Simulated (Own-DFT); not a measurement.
# One host, several defects: D0_22 TiAl3

Source: density functional calculations with Own-DFT, an unreviewed in-house program that is no longer used. Nothing was measured or relaxed, and spin and spin-orbit coupling are left out.

Settings: PBE; PseudoDojo norm-conserving scalar-relativistic files; cutoff 42 hartree; 4 x 4 x 4 k mesh centred on Gamma; cold (Marzari-Vanderbilt) smearing of 0.2 eV.

Caveats: forces on such cells failed a check on a denser k mesh; stress not checked against mesh or cutoff.

All runs share one cell, with vectors in Å (-2.365, -6.981, 4.326); (-7.667, 3.491, 1.442); (-2.950, -3.488, -7.241) and a volume of 625.4 Å³. Atoms were moved at random from their sites; u is the rms move along one axis. The defect's site can differ from row to row.

```
                     cell   formula   u (Å)  P (GPa)
                no defect  Al30Ti10  0.0208     1.99
                no defect  Al30Ti10  0.0213     1.99
                no defect  Al30Ti10  0.0519     2.71
         two Al vacancies  Al28Ti10  0.0300     1.22
         two Al vacancies  Al28Ti10  0.0451     1.50
         two Al vacancies  Al28Ti10  0.0552     1.73
two Ti on an Al site each  Al28Ti12  0.0322     3.16
two Ti on an Al site each  Al28Ti12  0.0329        ?
two Ti on an Al site each  Al28Ti12  0.0444     3.69
two Ti on an Al site each  Al28Ti12  0.0470     3.80
```

## What the rows give

P = P0 + c u² + a shift for each defect gives P0 = 1.85 GPa, c = 317 ± 42 GPa/Å² and a scatter of 0.11 GPa. The shifts, and each times the cell's volume:

- two Ti on an Al site each: 1.15 ± 0.09 GPa, 4.5 eV (2.2 eV for each of its 2 sites)
- two Al vacancies: -1.00 ± 0.09 GPa, -3.9 eV (-1.9 eV for each of its 2 sites)

Against the defect-free cell, a freed cell would be larger where the shift is positive and smaller where it is negative (160.2 GPa Å³ is 1 eV). The atoms around the defects weren't relaxed, which would change these numbers.

## Test on the hidden row

The question: what pressure belongs in the blank (two Ti on an Al site each, u = 0.0329 Å)?

The fitted form gives 3.34 ± 0.13 GPa. The hidden result is 3.37 GPa.
